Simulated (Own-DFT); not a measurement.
# Stretching a layer in its plane: wurtzite AlGaN with randomly placed atoms, 72 atoms (Al27Ga9N36)

No measurement is shown. These are fixed-geometry runs of a retired plane-wave code named Own-DFT, which no person has reviewed; spin and spin-orbit coupling are neglected.

Method: PBEsol; PseudoDojo norm-conserving scalar-relativistic files, made for PBE; cutoff 42 hartree; 4 x 4 x 3 k mesh centred on Gamma; Fermi-Dirac smearing of 0.1 eV.

Caveats: forces on such cells passed a denser k mesh, each cell not checked; stress not checked against mesh or cutoff.

Unstrained cell vectors in Å: (9.394, 0.000, 0.000); (-4.697, 8.135, 0.000); (0.000, 0.000, 10.066). The unstrained cell has measured lattice constants (interpolated for alloys), not those of this functional. That, the random moves and any unrelaxed bonds set the pressure at no strain. Each run strains x and y alike by e, as a substrate would, and holds the height along z. Random moves of width 0.05 Å per axis were added to every atom. The random placing of the alloy's atoms differs from row to row. Stress is positive in tension.

| e (%) | u (Å) | (s_xx + s_yy)/2 (GPa) | s_zz (GPa) |
|---|---|---|---|
| -2.25 | 0.053 | -17.25 | -9.76 |
| -2.25 | 0.054 | -17.71 | -8.13 |
| -2.00 | 0.048 | -15.60 | -7.79 |
| -2.00 | 0.046 | -14.97 | -7.25 |
| -1.50 | 0.050 | ? | ? |
| -0.25 | 0.050 | -3.51 | -6.11 |
| -0.25 | 0.049 | -4.65 | -4.16 |
| 1.25 | 0.047 | 2.53 | 0.45 |
| 1.25 | 0.047 | 3.65 | -2.71 |
| 1.75 | 0.047 | 6.03 | -1.56 |
| 1.75 | 0.051 | 5.79 | -2.64 |
| 2.50 | 0.050 | 8.79 | -0.23 |
| 2.50 | 0.052 | 9.01 | -0.91 |
| 2.75 | 0.047 | 10.10 | 0.57 |
| 2.75 | 0.051 | 10.14 | 0.39 |
| 3.00 | 0.049 | 11.81 | -1.40 |
| 3.00 | 0.051 | 10.52 | 1.54 |

## Fit

With e as a fraction, the in-plane stress is -3.0 + 561 e - 3125 e² GPa (errors 7 and 511, scatter 0.51), and s_zz is -4.5 + 170 e GPa (slope ± 15, scatter 1.18). At e = 0 the first slope is C11 + C12 and the second 2 C13, both with the ions held to the strained lattice and at the cell's own pressure. The term in e² is negative: the layer stiffens under compression and softens under tension. A free layer would change its height as e changes, and the in-plane slope would drop by 2 C13²/C33 to the biaxial modulus. At fixed height, a misfit of 1 % moves the in-plane stress by about 5.6 GPa and s_zz by 1.7 GPa.

## Prediction

The question: what are the two stresses at e = -1.50 %?

The fit gives -12.1 and -7.1 GPa. The run itself gave -13.15 and -4.58 GPa.
